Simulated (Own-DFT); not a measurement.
# How strain changes the stress of C40 NbSi2, 36 atoms (Nb12Si24)

These are calculations, not measurements. The program, named Own-DFT, is a retired in-house plane-wave density functional code that no person has reviewed. Each row is one single-point run on a periodic cell that was not relaxed, without spin or spin-orbit coupling.

Settings of every run: PBE; PseudoDojo norm-conserving scalar-relativistic files; cutoff 42 hartree; 4 x 4 x 5 k mesh centred on Gamma; cold (Marzari-Vanderbilt) smearing of 0.2 eV.

Known limits: forces on such cells failed a check on a denser k mesh; stress not checked against mesh or cutoff.

Unstrained cell vectors in Å: (0.000, 8.324, 0.000); (-9.613, 0.000, 0.000); (0.000, 0.000, 6.586). The unstrained cell was taken from the Materials Project. The random moves and any unrelaxed bonds add to the pressure at no strain. Each run strains this cell uniformly, with the atoms carried along. Every atom was also moved at random, by a Gaussian of width 0.05 Å on each axis. Strain is the symmetric tensor, in per cent. Stress is positive in tension, and the pressure is minus a third of its trace.

```
run  e_xx (%)  e_yy (%)  e_zz (%)  e_yz (%)  e_xz (%)  e_xy (%)  s_xx (GPa)  s_yy (GPa)  s_zz (GPa)  s_yz (GPa)  s_xz (GPa)  s_xy (GPa)  P (GPa)  E (meV/atom)
  1      0.44      0.90     -1.53      0.70      0.63     -1.01       -2.10       -0.19       -9.27        1.94        2.68       -3.43     3.85          18.4
  2     -0.27     -1.94      1.19      0.52     -0.98      1.52       -3.98       -8.51       -0.80        1.61       -3.14        4.40     4.43          22.0
  3     -0.98     -1.62     -1.00      0.31     -0.54      1.80       -8.22      -10.68      -11.24        1.07       -1.38        5.63    10.04          33.4
  4      1.51     -1.99     -0.86      0.08      0.61      1.62        0.25       -9.42       -7.84       -0.76        0.84        4.47     5.67          21.9
  5      1.67     -0.03     -1.60      0.48      0.36     -0.54        2.39       -2.90      -10.14        1.22        0.70       -1.27     3.55          17.4
  6      1.33      1.72      1.28     -0.37      0.74      1.70        3.53        5.70        4.00       -1.01        2.78        4.37    -4.41          12.8
  7     -0.22     -1.03      1.84     -1.63      0.60     -0.23       -2.71       -5.02        2.96       -4.34        1.75       -0.74     1.59          23.0
  8     -0.73      0.66      0.97     -0.37      0.55      1.52       -3.49        0.22        1.20       -0.40        1.64        4.19     0.69           0.0
  9     -0.63     -0.58      0.52     -1.86      1.70      1.12       -4.54       -4.22       -3.59       -5.96        4.88        3.27     4.11          25.2
 10     -0.92     -0.09     -0.02      1.35      0.66     -1.08       -6.33       -3.58       -4.20        4.54        1.48       -2.82     4.70          15.7
 11     -0.61      0.14     -1.60      0.16     -0.03      0.93       -5.81       -3.82      -12.21        0.51        0.07        3.34     7.28          25.1
 12      0.44     -0.39      1.80      1.39     -1.73     -0.80        0.65       -2.02        3.96        3.93       -4.53       -2.56    -0.86           8.9
 13      1.00      0.64      1.92      1.51     -0.43      0.89        2.44        2.13        5.88        4.08       -0.84        2.69    -3.48          12.0
 14      1.85     -1.80      1.84     -0.26     -0.94     -0.59        3.14       -6.02        3.74       -0.19       -2.16       -1.92    -0.29          29.9
 15      1.09     -0.54     -1.15      1.12     -1.42     -1.80       -0.53       -4.88       -8.57        3.69       -5.02       -4.74     4.66          26.4
 16      0.89      1.53      0.68     -0.81     -0.53     -0.09           ?           ?           ?           ?           ?           ?        ?             ?
```

E is the free energy for each atom above the lowest run shown.

## Worked fit

Each stress component was fitted by least squares to a constant and the strains of the runs shown, as fractions, with shears doubled. Shear strains stay in the fit of a normal stress only where such slopes are resolved. The slopes, in GPa:

| stress | at no strain | per e_xx | per e_yy | per e_zz | scatter |
|---|---|---|---|---|---|
| s_xx | -2.7 | 333 ± 12 | 72 ± 11 | 78 ± 9 | 0.46 |
| s_yy | -2.6 | 74 ± 7 | 365 ± 6 | 91 ± 5 | 0.26 |
| s_zz | -4.0 | 82 ± 15 | 96 ± 14 | 445 ± 11 | 0.57 |

Each shear stress against twice its own strain: yz 137 ± 9, xz 135 ± 13, xy 144 ± 4 GPa. These are stiffnesses along x, y and z of the frame in which the cell vectors are given, which need not be the crystal's axes. The atoms are held to the strained lattice; where symmetry lets them move under strain, relaxing them would lower some slopes. The table should be nearly symmetric about its diagonal, and what it lacks of that shows the noise. A ninth of its sum, 182 ± 6 GPa, estimates the bulk modulus near the mean pressure of these runs, 2.8 GPa, so it lies above the value at zero pressure.

## Withheld run

Question: what normal stresses and pressure should run 16 give?

The fit gives s_xx = 1.9, s_yy = 4.3, s_zz = 1.2 and P = -2.4 GPa. The calculation gave 2.15, 4.74, 1.34 and P = -2.74 GPa.
